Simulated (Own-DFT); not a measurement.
# Computed records: Hf36O71 (tetragonal hafnia with one neutral oxygen vacancy, atoms displaced)

Computed with Own-DFT development build. A calculation, not a measurement: plane-wave PBE and HSE06 DFT by an unreviewed code, no spin, of a simulated cell at Gamma alone, so results move with cell size and shape, stress positive in tension, energies less offsets, not probed for a lower state with spin; hafnium file: forces about 75 meV/angstrom off all-electron values; oxygen file: force components 24 meV/angstrom off all-electron in a glass; k mesh not checked against a denser one; forces and stress are PBE's, HSE06 gives the energy alone, and its difference from PBE has offsets of its own; offsets are fitted by least squares, one for each functional and potential file, so energies compare only between cells with the same atoms and settings and are not formation energies; the far tail of each file's local potential was reset to the Coulomb form; each entry is a single point on an unrelaxed cell, so the pressure reflects the starting lattice, taken from the Materials Project, from which strain is counted, and rises with the displacements; printed positions are rounded, which can move forces by about a meV/angstrom; the program is a retired in-house code; no spin-orbit coupling.

Common to all runs: first functional PBE; second functional HSE06; exact exchange share 0.25; screening 0.11 1/bohr; exchange divergence Gygi-Baldereschi; potential files PseudoDojo norm-conserving, scalar-relativistic, made for PBE, standard set; wave cutoff 48 hartree; occupations fixed; k mesh 1 x 1 x 1 centred on Gamma.

(1) Hf36O71 (tetragonal hafnia with one neutral oxygen vacancy, atoms displaced)

```
cell vectors (Å)
  10.7800     0.0000     0.0000
   0.0000    10.7800     0.0000
   0.0000     0.0000    10.4493
atoms (fractions of the cell vectors)
Hf  0.00120  0.99764  0.00039
Hf  0.16924  0.16303  0.24935
O   0.99660  0.16632  0.15085
O   0.16753  0.99666  0.34679
O   0.00242  0.16865  0.40076
O   0.17010  0.99990  0.09720
Hf  0.00452  0.00329  0.50212
Hf  0.16672  0.16955  0.74798
O   0.99684  0.16812  0.65542
O   0.16595  0.00145  0.84521
O   0.00195  0.17020  0.90020
O   0.16648  0.99730  0.59601
Hf  0.00154  0.33801  0.99788
Hf  0.16601  0.50136  0.24996
O   0.00227  0.50075  0.15399
O   0.16800  0.32909  0.34764
O   0.00611  0.49536  0.40309
O   0.16750  0.33758  0.09537
Hf  0.99887  0.33512  0.49780
Hf  0.16349  0.49977  0.74843
O   0.00107  0.49894  0.64669
O   0.16632  0.33400  0.84624
O   0.99986  0.50069  0.90202
O   0.16703  0.33461  0.59680
Hf  0.00071  0.66964  0.99959
Hf  0.16804  0.83444  0.24719
O   0.00298  0.83363  0.15114
O   0.16751  0.66187  0.34826
O   0.00354  0.83096  0.40297
O   0.17182  0.67155  0.09326
Hf  0.99690  0.66503  0.49676
Hf  0.16740  0.83673  0.75216
O   0.99847  0.83150  0.65089
O   0.16372  0.67060  0.84736
O   0.00074  0.83050  0.90365
O   0.16952  0.66573  0.59597
Hf  0.33419  0.99737  0.00126
Hf  0.49805  0.16769  0.24844
O   0.33666  0.16805  0.15136
O   0.50293  0.00078  0.34978
O   0.33413  0.16743  0.40314
O   0.50082  0.00142  0.09631
Hf  0.33794  0.00005  0.50094
Hf  0.50146  0.16948  0.75280
O   0.33353  0.16824  0.65001
O   0.50130  0.99839  0.84839
O   0.33231  0.16595  0.89733
O   0.50373  0.99939  0.59669
Hf  0.33347  0.33317  0.00250
Hf  0.50079  0.50032  0.24859
O   0.33574  0.49862  0.15047
O   0.49807  0.33601  0.34900
O   0.33660  0.49714  0.40000
O   0.49631  0.33489  0.09873
Hf  0.32891  0.33446  0.49716
Hf  0.50063  0.50294  0.75755
O   0.33148  0.49925  0.65157
O   0.49816  0.33081  0.85064
O   0.33429  0.49906  0.90509
O   0.50417  0.33029  0.59925
Hf  0.33344  0.66754  0.99910
Hf  0.49974  0.83052  0.24618
O   0.33343  0.83414  0.15148
O   0.50152  0.66647  0.34811
O   0.32974  0.83133  0.39782
O   0.49534  0.66206  0.09724
Hf  0.33469  0.66394  0.49758
Hf  0.50326  0.83059  0.74845
O   0.33846  0.83158  0.65047
O   0.49915  0.66550  0.84607
O   0.33257  0.83185  0.90564
O   0.50114  0.66958  0.59654
Hf  0.66228  0.00004  0.00412
Hf  0.83268  0.16528  0.24783
O   0.67140  0.16516  0.15629
O   0.84306  0.99872  0.34465
O   0.66342  0.16259  0.39731
O   0.83022  0.00488  0.09877
Hf  0.66652  0.99679  0.49963
Hf  0.83902  0.16351  0.74964
O   0.66750  0.16780  0.65335
O   0.83503  0.00189  0.84819
O   0.67122  0.16814  0.90363
O   0.83044  0.00079  0.59673
Hf  0.66886  0.33485  0.00317
Hf  0.83198  0.50343  0.24561
O   0.66431  0.49924  0.15269
O   0.83093  0.33290  0.34622
O   0.66025  0.49963  0.40815
O   0.83160  0.33237  0.10014
Hf  0.66931  0.33098  0.50149
Hf  0.83473  0.49695  0.75295
O   0.66488  0.49877  0.64942
O   0.83117  0.33304  0.83990
O   0.66676  0.50253  0.90620
Hf  0.67066  0.66590  0.99951
Hf  0.83610  0.83352  0.25205
O   0.66507  0.83322  0.15227
O   0.83267  0.67643  0.35003
O   0.66684  0.83334  0.40473
O   0.83594  0.66625  0.09240
Hf  0.65923  0.66627  0.49755
Hf  0.83384  0.83314  0.74339
O   0.66826  0.83671  0.65283
O   0.83910  0.66696  0.84550
O   0.67269  0.83481  0.90149
O   0.83655  0.66292  0.60161
```

| Item | Value |
| --- | --- |
| PBE energy of cell above offsets | -100.983 eV |
| HSE06 less PBE above offsets | -0.142 eV |
| PBE pressure | 0.88 GPa |
| PBE stress xx | -0.86 GPa |
| PBE stress yy | -0.31 GPa |
| PBE stress zz | -1.47 GPa |
| PBE stress yz | 0.1 GPa |
| PBE stress xz | 0.24 GPa |
| PBE stress xy | 0.01 GPa |

Force:
```csv
element,x (eV/Å),y (eV/Å),z (eV/Å)
Hf,-0.941,0.917,-0.261
Hf,-0.736,0.396,0.166
O,1.294,-0.062,-0.011
O,-0.097,0.761,-0.093
O,0.164,-0.326,0.489
O,-0.475,0.072,0.098
Hf,-1.123,-0.577,-0.84
Hf,0.608,0.109,0.322
O,1.167,0.049,-1.131
O,-0.154,-0.096,0.321
O,-0.021,-0.282,0.512
O,0.536,0.211,0.263
Hf,0.208,-1.188,0.323
Hf,0.964,-0.855,0.159
O,-0.771,0.202,-0.24
O,0.298,0.541,-0.471
O,-0.566,0.902,-0.725
O,-0.498,-0.32,0.134
Hf,-0.488,-0.434,0.457
Hf,0.629,0.573,-0.338
O,-0.406,-0.543,0.728
O,-0.155,0.207,0.021
O,-0.017,0.056,-0.096
O,-0.569,-0.267,0.138
Hf,0.8,-0.209,-0.627
Hf,0.204,-0.74,0.983
O,-0.637,0.038,-0.143
O,0,0.684,-0.605
O,0.059,0.478,-0.108
O,-1.003,-0.32,0.659
Hf,0.657,0.179,0.935
Hf,0.041,-0.742,-0.942
O,0.744,0.347,0.187
O,0.141,-0.752,-0.26
O,0.146,1.031,-0.098
O,-0.506,0.077,-0.167
Hf,0.27,0.659,-0.941
Hf,1.102,0.383,1.226
O,-0.898,-0.216,-0.232
O,-0.652,-0.675,-0.737
O,-0.099,-0.663,-0.389
O,-0.661,-0.041,0.639
Hf,0.111,-0.222,-0.219
Hf,-0.017,-0.088,-0.725
O,-0.055,-0.407,0.139
O,-0.027,-0.104,-0.068
O,-0.104,-0.19,0.794
O,-0.537,-0.06,0.225
Hf,0.025,-0.047,-0.701
Hf,-0.948,-0.619,0.574
O,-0.743,0.098,0.435
O,0.147,-0.685,-0.645
O,-0.256,0.736,0.028
O,1.34,-0.256,0.063
Hf,1.405,-0.24,0.646
Hf,-0.416,-1.715,-1.565
O,0.665,0.129,0.409
O,0.285,0.907,0.165
O,-0.011,0.268,-0.369
O,-0.858,0.003,-0.247
Hf,-0.062,-0.756,-0.141
Hf,-0.19,0.551,0.925
O,0.486,0.252,-0.161
O,0.077,0.29,-0.142
O,0.338,0.158,0.419
O,1.31,0.542,-0.008
Hf,-0.789,0.205,0.279
Hf,-0.137,0.903,0.027
O,-0.623,0.351,0.423
O,0.234,0.741,0.461
O,-0.003,0.514,-0.559
O,-0.342,-0.108,0.379
Hf,1.296,0.341,-1.208
Hf,0.427,-0.192,0.683
O,-1.721,0.34,-0.845
O,-0.279,-0.159,0.286
O,0.438,0.4,0.79
O,0.665,-0.667,-0.386
Hf,-0.123,1.066,-0.195
Hf,-1.797,-0.14,0.321
O,0.563,0.319,0.005
O,0.533,-0.823,-0.124
O,-0.505,0.018,0.605
O,1.071,-0.089,-0.032
Hf,-0.778,-0.969,-0.429
Hf,0.207,-0.733,0.969
O,0.989,0.287,-0.071
O,0.064,0.888,0.167
O,0.615,0.23,-0.936
O,0.592,0.757,-0.549
Hf,-0.189,-0.431,0.264
Hf,-0.246,1.073,-1.651
O,0.419,-0.118,1.154
O,0.142,0.006,0.534
O,0.031,-0.472,-0.394
Hf,-0.657,1.131,-0.169
Hf,-0.06,1.358,-0.329
O,0.392,-0.308,0.039
O,0.181,-2.343,-0.383
O,-0.05,-0.057,-0.53
O,-0.496,-0.27,1.012
Hf,1.426,-0.419,0.665
Hf,0.044,0.074,0.871
O,-0.304,-0.423,-0.244
O,-0.418,-0.029,0.375
O,-0.416,-0.703,0.368
O,-0.922,0.348,-0.776
```

(2) Hf36O71 (tetragonal hafnia with one neutral oxygen vacancy, atoms displaced)

```
cell vectors (Å)
  10.7800     0.0000     0.0000
   0.0000    10.7800     0.0000
   0.0000     0.0000    10.4493
atoms (fractions of the cell vectors)
Hf  0.00261  0.99456  0.99655
Hf  0.15729  0.16759  0.24782
O   0.98617  0.16251  0.14764
O   0.17229  0.01019  0.34840
O   0.99562  0.14904  0.39570
O   0.16293  0.00509  0.09717
Hf  0.00050  0.00763  0.49869
Hf  0.17363  0.16113  0.75199
O   0.99615  0.16594  0.65252
O   0.17170  0.00115  0.84660
O   0.00411  0.17632  0.90649
O   0.15574  0.00820  0.59974
Hf  0.00088  0.33695  0.00247
Hf  0.17885  0.49530  0.25028
O   0.00815  0.49956  0.15993
O   0.17276  0.32284  0.34748
O   0.99831  0.52042  0.39917
O   0.15795  0.32803  0.10711
Hf  0.99417  0.34726  0.49892
Hf  0.15872  0.49206  0.74703
O   0.00482  0.49908  0.65384
O   0.16653  0.32712  0.84439
O   0.99218  0.48853  0.90277
O   0.16999  0.34081  0.59101
Hf  0.00866  0.66865  0.99723
Hf  0.16404  0.82537  0.25580
O   0.00011  0.83429  0.15304
O   0.17679  0.65431  0.35993
O   0.99868  0.82968  0.40862
O   0.17201  0.67998  0.08975
Hf  0.00026  0.66591  0.49332
Hf  0.17827  0.83884  0.75496
O   0.99688  0.84686  0.66987
O   0.16911  0.67170  0.83105
O   0.99502  0.82221  0.89326
O   0.15635  0.65753  0.59057
Hf  0.32954  0.99797  0.00477
Hf  0.50082  0.17183  0.25224
O   0.32066  0.16363  0.13901
O   0.33067  0.16250  0.41869
O   0.50243  0.00322  0.10197
Hf  0.34374  0.00274  0.48658
Hf  0.48750  0.16700  0.74577
O   0.32636  0.16954  0.65513
O   0.50151  0.99781  0.85539
O   0.33289  0.17418  0.90641
O   0.49681  0.99891  0.59198
Hf  0.33314  0.31848  0.99797
Hf  0.49173  0.49721  0.25311
O   0.33570  0.49020  0.15356
O   0.50189  0.33395  0.34481
O   0.33288  0.49973  0.39805
O   0.50598  0.34291  0.10628
Hf  0.33745  0.32974  0.50808
Hf  0.51175  0.49456  0.73709
O   0.34464  0.50172  0.64130
O   0.49712  0.34267  0.84562
O   0.34427  0.50231  0.91216
O   0.50051  0.33346  0.59089
Hf  0.33945  0.67514  0.99646
Hf  0.49030  0.83202  0.24835
O   0.33731  0.82981  0.15401
O   0.50595  0.67768  0.35255
O   0.33453  0.83813  0.39642
O   0.50534  0.68232  0.09042
Hf  0.34327  0.66018  0.49035
Hf  0.49456  0.83327  0.74256
O   0.32767  0.83041  0.65293
O   0.49480  0.67523  0.85146
O   0.34026  0.82932  0.90106
O   0.49497  0.65904  0.60164
Hf  0.66074  0.99506  0.99104
Hf  0.82019  0.17364  0.25104
O   0.67140  0.16645  0.16320
O   0.82361  0.99261  0.34041
O   0.66205  0.17571  0.41686
O   0.84351  0.99540  0.09994
Hf  0.67148  0.00021  0.49011
Hf  0.84616  0.16312  0.74765
O   0.66439  0.17635  0.64634
O   0.82811  0.00155  0.85748
O   0.65707  0.17506  0.87911
O   0.81868  0.97752  0.61386
Hf  0.66702  0.33268  0.99474
Hf  0.83275  0.48503  0.24341
O   0.65733  0.50977  0.15073
O   0.83895  0.32984  0.33792
O   0.67129  0.49701  0.40123
O   0.85040  0.33486  0.08957
Hf  0.66149  0.33651  0.51112
Hf  0.83037  0.51078  0.75613
O   0.66716  0.49314  0.65363
O   0.82417  0.34078  0.85240
O   0.65801  0.50989  0.89706
O   0.84623  0.32768  0.58783
Hf  0.66739  0.65852  0.01279
Hf  0.83285  0.84481  0.26001
O   0.67351  0.84690  0.15334
O   0.83087  0.67481  0.34783
O   0.66156  0.82540  0.40138
O   0.82998  0.67257  0.09516
Hf  0.66828  0.65491  0.48981
Hf  0.84021  0.84712  0.73637
O   0.66759  0.83612  0.65256
O   0.82545  0.67866  0.84751
O   0.65567  0.84068  0.89712
O   0.82580  0.66305  0.60021
```

| Item | Value |
| --- | --- |
| PBE energy of cell above offsets | -86.511 eV |
| HSE06 less PBE above offsets | 0.582 eV |
| PBE pressure | 6.24 GPa |
| PBE stress xx | -6.16 GPa |
| PBE stress yy | -6.5 GPa |
| PBE stress zz | -6.06 GPa |
| PBE stress yz | -0.1 GPa |
| PBE stress xz | -0.35 GPa |
| PBE stress xy | 0.1 GPa |

Force:
```csv
element,x (eV/Å),y (eV/Å),z (eV/Å)
Hf,-2.445,0.332,0.914
Hf,-1.554,-0.544,-1.46
O,1.318,0.322,1.28
O,-0.253,-2.531,-0.234
O,-0.527,3.828,-0.394
O,0.66,-0.859,-0.236
Hf,0.605,-2.867,1.926
Hf,-3.06,0.465,-0.227
O,1.838,-0.192,-0.887
O,0.425,0.234,1.448
O,-0.411,-2.137,-1.343
O,1.826,-0.006,-0.132
Hf,2.648,-1.542,-0.674
Hf,-1.469,-0.953,0.279
O,-0.541,0.477,-0.301
O,-0.39,1.903,0.588
O,-0.623,-5.649,-1.187
O,1.622,0.351,-0.9
Hf,3.112,-0.17,-1.126
Hf,2.899,1.567,-0.008
O,-2.574,-0.81,-0.693
O,0.748,0.881,0.154
O,0.917,3.359,-0.999
O,-1.072,-0.077,0.575
Hf,-2.469,0.128,0.049
Hf,-0.292,0.629,-0.178
O,1.252,-0.439,0.438
O,-0.195,2.154,-2.531
O,0.978,2.046,-0.936
O,-0.211,-0.456,1.141
Hf,-1.06,2.017,3.091
Hf,-2.625,-1.275,-1.55
O,4.359,-0.322,-2.955
O,-0.275,-1.987,1.581
O,1.067,1.815,1.985
O,2,0.415,0.293
Hf,1.183,0.058,0.353
Hf,-0.737,-1.426,-0.844
O,2.189,0.449,1.782
O,1.362,2.709,-2.377
O,-1.486,0.599,0.388
Hf,-1.784,-2.475,1.556
Hf,4.282,-0.63,1.669
O,1.201,0.409,-0.685
O,-1.695,1.644,-1.465
O,0.379,-4.473,-3.035
O,0.713,0.697,0.033
Hf,-0.219,5.988,2.197
Hf,0.922,0.417,-0.723
O,-0.157,0.827,0.077
O,-0.401,0.031,0.993
O,1.027,-1.457,-0.465
O,-0.497,-1.545,-0.997
Hf,-2.271,1.46,-1.397
Hf,-3.968,3.108,3.626
O,-1.683,-0.965,0.594
O,-0.235,-2.296,-0.016
O,-1.366,-0.628,0.039
O,-0.487,-0.2,1.716
Hf,1.252,-2.663,-1.145
Hf,3.692,1.577,-0.074
O,-2.433,0.746,-0.885
O,-1.284,-2.902,-0.424
O,0.256,-0.861,-0.212
O,-2.007,-0.143,2.38
Hf,-1.956,0.879,2.304
Hf,3.031,-1.028,1.422
O,0.765,0.291,-1.428
O,0.089,-1.097,-1.528
O,-1.408,2.78,-0.234
O,1.826,0.518,-0.887
Hf,1.634,-1.093,0.095
Hf,4.899,-3.585,-0.429
O,-3.186,0.802,-2.081
O,-0.843,5.749,4.083
O,0.14,-1.098,-2.499
O,-1.083,0.269,-0.751
Hf,-1.222,-2.016,1.805
Hf,-3.715,0.82,2.421
O,0.376,-0.216,0.562
O,1.167,1.24,-0.828
O,-0.087,-0.167,3.036
O,1.636,5.231,-4.269
Hf,0.123,0.234,-2.132
Hf,0.616,4.517,-0.836
O,1.452,-0.914,0.634
O,0.473,1.194,1.879
O,-0.081,-1.541,-0.856
O,-5.941,0.808,2.689
Hf,2.111,-0.86,-0.359
Hf,0.653,1.535,1.065
O,2.197,-0.644,-1.942
O,-0.117,-0.915,-1.331
O,0.643,-1.965,0.288
O,-2.967,0.299,0.98
Hf,1.138,2.786,-2.854
Hf,-0.457,-5.255,-4.608
O,-1.539,-0.162,0.335
O,-0.527,-1.883,-0.054
O,0.003,2.003,0.361
O,2.073,-1.173,0.195
Hf,0.74,3.593,1.536
Hf,-3.815,-3.693,5.178
O,-2.359,-0.623,-0.643
O,0.241,-2.354,-0.353
O,0.128,-0.834,1.022
O,1.173,-0.596,-0.44
```

(3) Hf36O71 (tetragonal hafnia with one neutral oxygen vacancy, atoms displaced)

```
cell vectors (Å)
  10.7800     0.0000     0.0000
   0.0000    10.7800     0.0000
   0.0000     0.0000    10.4493
atoms (fractions of the cell vectors)
Hf  0.99783  0.00254  0.00398
Hf  0.16478  0.16536  0.25084
O   0.00311  0.16722  0.15406
O   0.16590  0.00137  0.35019
O   0.00105  0.16184  0.40291
O   0.16553  0.00042  0.09877
Hf  0.99884  0.00170  0.50089
Hf  0.16915  0.17267  0.74830
O   0.99839  0.16594  0.65503
O   0.16735  0.99968  0.84212
O   0.99788  0.16110  0.89972
O   0.16617  0.99895  0.59775
Hf  0.00051  0.33315  0.00201
Hf  0.16518  0.49950  0.25144
O   0.99586  0.50018  0.14813
O   0.16336  0.33719  0.34680
O   0.00122  0.49891  0.39733
O   0.16693  0.33445  0.09684
Hf  0.00210  0.33209  0.50130
Hf  0.16443  0.50335  0.74837
O   0.00088  0.49992  0.65072
O   0.16699  0.33025  0.84701
O   0.99551  0.50309  0.90455
O   0.16713  0.33698  0.60013
Hf  0.00574  0.66879  0.99699
Hf  0.17420  0.83981  0.25133
O   0.99636  0.83880  0.15520
O   0.16892  0.66491  0.34876
O   0.16805  0.66556  0.09549
Hf  0.99862  0.67183  0.50222
Hf  0.16961  0.83282  0.75383
O   0.00435  0.83718  0.65490
O   0.16036  0.66948  0.85077
O   0.99647  0.83561  0.89902
O   0.16724  0.66929  0.59358
Hf  0.33748  0.99805  0.99776
Hf  0.50072  0.16268  0.24597
O   0.33237  0.17003  0.14819
O   0.49995  0.99908  0.34531
O   0.33259  0.16897  0.40112
O   0.50041  0.00122  0.09653
Hf  0.33657  0.00097  0.50078
Hf  0.49711  0.16699  0.74913
O   0.33892  0.16497  0.65462
O   0.50007  0.00488  0.84808
O   0.33117  0.16512  0.89775
O   0.50393  0.99420  0.59617
Hf  0.33580  0.33570  0.99855
Hf  0.49690  0.50009  0.24753
O   0.32891  0.50197  0.15464
O   0.49693  0.33296  0.34505
O   0.33217  0.49990  0.40417
O   0.49764  0.33079  0.09900
Hf  0.33621  0.33215  0.50444
Hf  0.49785  0.50019  0.74948
O   0.33460  0.50001  0.65586
O   0.49942  0.32995  0.84901
O   0.32712  0.49799  0.90687
O   0.49943  0.33588  0.59779
Hf  0.33532  0.66358  0.99667
Hf  0.49749  0.83326  0.25305
O   0.32995  0.83237  0.15363
O   0.49895  0.66671  0.34468
O   0.32945  0.82981  0.40197
O   0.50209  0.66638  0.09349
Hf  0.33235  0.66709  0.50036
Hf  0.50302  0.83249  0.74885
O   0.33318  0.83545  0.65226
O   0.49753  0.66814  0.84833
O   0.33390  0.83599  0.90427
O   0.50025  0.66761  0.60187
Hf  0.66597  0.99704  0.00420
Hf  0.82938  0.17129  0.24520
O   0.66891  0.16856  0.15076
O   0.83457  0.00003  0.34382
O   0.66206  0.16944  0.39989
O   0.83508  0.99943  0.10034
Hf  0.66524  0.99920  0.50420
Hf  0.83579  0.16599  0.74648
O   0.66420  0.16799  0.65153
O   0.83186  0.00132  0.84760
O   0.66352  0.16828  0.90267
O   0.83247  0.99880  0.59679
Hf  0.66509  0.33124  0.99918
Hf  0.82848  0.50452  0.25416
O   0.66992  0.50015  0.15259
O   0.83442  0.33812  0.34408
O   0.66724  0.49957  0.40467
O   0.83649  0.33819  0.09802
Hf  0.67270  0.33149  0.50383
Hf  0.83009  0.50356  0.75242
O   0.66605  0.49855  0.65244
O   0.82899  0.33460  0.84874
O   0.66955  0.49685  0.89839
O   0.83173  0.33408  0.60217
Hf  0.66505  0.67109  0.99754
Hf  0.83332  0.82982  0.25406
O   0.66350  0.83605  0.15509
O   0.83899  0.66474  0.34838
O   0.66521  0.83093  0.40023
O   0.82819  0.66675  0.09621
Hf  0.67052  0.66405  0.49755
Hf  0.83083  0.83301  0.74974
O   0.66894  0.83488  0.65184
O   0.83210  0.66620  0.84660
O   0.66541  0.83400  0.89840
O   0.83312  0.66322  0.59800
```

| Item | Value |
| --- | --- |
| PBE energy of cell above offsets | -100.866 eV |
| HSE06 less PBE above offsets | -0.131 eV |
| PBE pressure | 0.85 GPa |
| PBE stress xx | -1 GPa |
| PBE stress yy | -0.06 GPa |
| PBE stress zz | -1.5 GPa |
| PBE stress yz | -0.04 GPa |
| PBE stress xz | -0.56 GPa |
| PBE stress xy | 0.01 GPa |

Force:
```csv
element,x (eV/Å),y (eV/Å),z (eV/Å)
Hf,0.28,-0.714,-0.596
Hf,0.628,0.797,-0.215
O,-0.871,0.094,-0.308
O,0.045,-0.355,0.028
O,-0.003,1.352,0.191
O,0.674,-0.108,-0.075
Hf,0.29,-1.228,-0.032
Hf,-0.315,-1.652,0.575
O,0.633,0.342,-0.741
O,0.217,0.292,0.405
O,0.052,1.144,0.361
O,0.65,0.484,-0.694
Hf,-0.189,0.384,-0.196
Hf,-1.313,0.346,-0.302
O,0.564,0.242,0.594
O,0.013,-1.283,0.392
O,-0.113,0.309,1.247
O,0.115,0.03,-0.199
Hf,-0.172,0.733,-0.853
Hf,-0.443,-0.621,0.271
O,-0.097,-0.028,0.315
O,-0.232,1.297,-0.016
O,0.517,-0.614,-0.65
O,0.233,-0.533,-0.08
Hf,-1.054,-0.1,1.002
Hf,-1.92,-1.077,0.091
O,0.924,-0.553,0.744
O,-0.473,1.013,-0.246
O,0.091,0.274,-0.105
Hf,0.523,-0.332,-0.939
Hf,-0.569,1.292,-0.61
O,-0.956,-0.619,-0.545
O,0.547,-0.659,-0.378
O,0.088,0.009,0.684
O,-0.045,-0.368,0.831
Hf,-1.217,1.245,-0.123
Hf,-0.57,1.412,0.393
O,0.099,-0.497,0.542
O,-0.321,-0.026,0.451
O,0.006,-0.581,0.478
O,-0.166,0.048,0.393
Hf,-1.162,-0.242,0.093
Hf,1.292,0.22,1.068
O,-1.134,0.035,-1.251
O,-0.063,-1.198,-0.136
O,0.059,0.304,0.44
O,-0.84,0.145,0.247
Hf,-0.774,-1.671,0.631
Hf,0.278,-0.659,0.276
O,1.173,0.038,-0.437
O,-0.021,0.1,-0.151
O,0.268,-0.154,0.391
O,0.461,0.434,-0.249
Hf,0.059,0.522,-1.336
Hf,1.157,-0.275,0.017
O,-0.65,0.141,0.018
O,-0.381,0.998,-0.112
O,0.334,0.717,-0.893
O,0.387,0.008,0.116
Hf,-0.426,0.558,0.98
Hf,0.424,-0.446,-0.356
O,1.52,0.207,-0.462
O,0.007,-0.178,0.244
O,0.417,1.112,-0.017
O,-0.706,-0.095,0.307
Hf,0.057,-0.408,-0.234
Hf,-0.458,0.384,-0.116
O,0.547,-0.084,0.159
O,-0.167,-0.445,-0.096
O,0.093,-0.97,-0.262
O,0.358,0.059,-0.541
Hf,0.941,0.775,-0.879
Hf,1.068,-0.359,0.728
O,-0.665,-0.148,-0.274
O,0.02,0.167,0.373
O,0.417,-0.612,0.295
O,-0.956,0.403,-0.411
Hf,1.017,0.155,-1.23
Hf,-0.679,0.347,1.404
O,0.274,-0.189,-0.314
O,-0.426,-0.364,-0.198
O,0.147,-0.698,0.451
O,-0.094,0.216,0.095
Hf,0.865,0.382,-0.196
Hf,1.381,-0.867,-1.593
O,-1.498,-0.132,0.083
O,-0.24,-1.178,0.907
O,0.066,0.099,-0.141
O,-0.756,-0.997,-0.158
Hf,-1.015,0.129,-0.508
Hf,0.288,-0.997,0.257
O,-0.348,0.216,-0.057
O,0.442,-0.515,-0.335
O,-0.64,0.9,0.495
O,0.848,-0.232,-0.591
Hf,1.007,-1.254,0.271
Hf,0.212,0.901,-0.705
O,-0.093,0.087,-0.486
O,-0.075,0.922,0.938
O,-0.004,0.119,0.52
O,0.502,0.519,-0.039
Hf,-0.879,0.187,0.506
Hf,1.374,0.59,0.489
O,-0.375,-0.134,-0.216
O,-0.273,0.705,-0.095
O,-0.147,0.19,0.194
O,0.036,0.315,-0.01
```
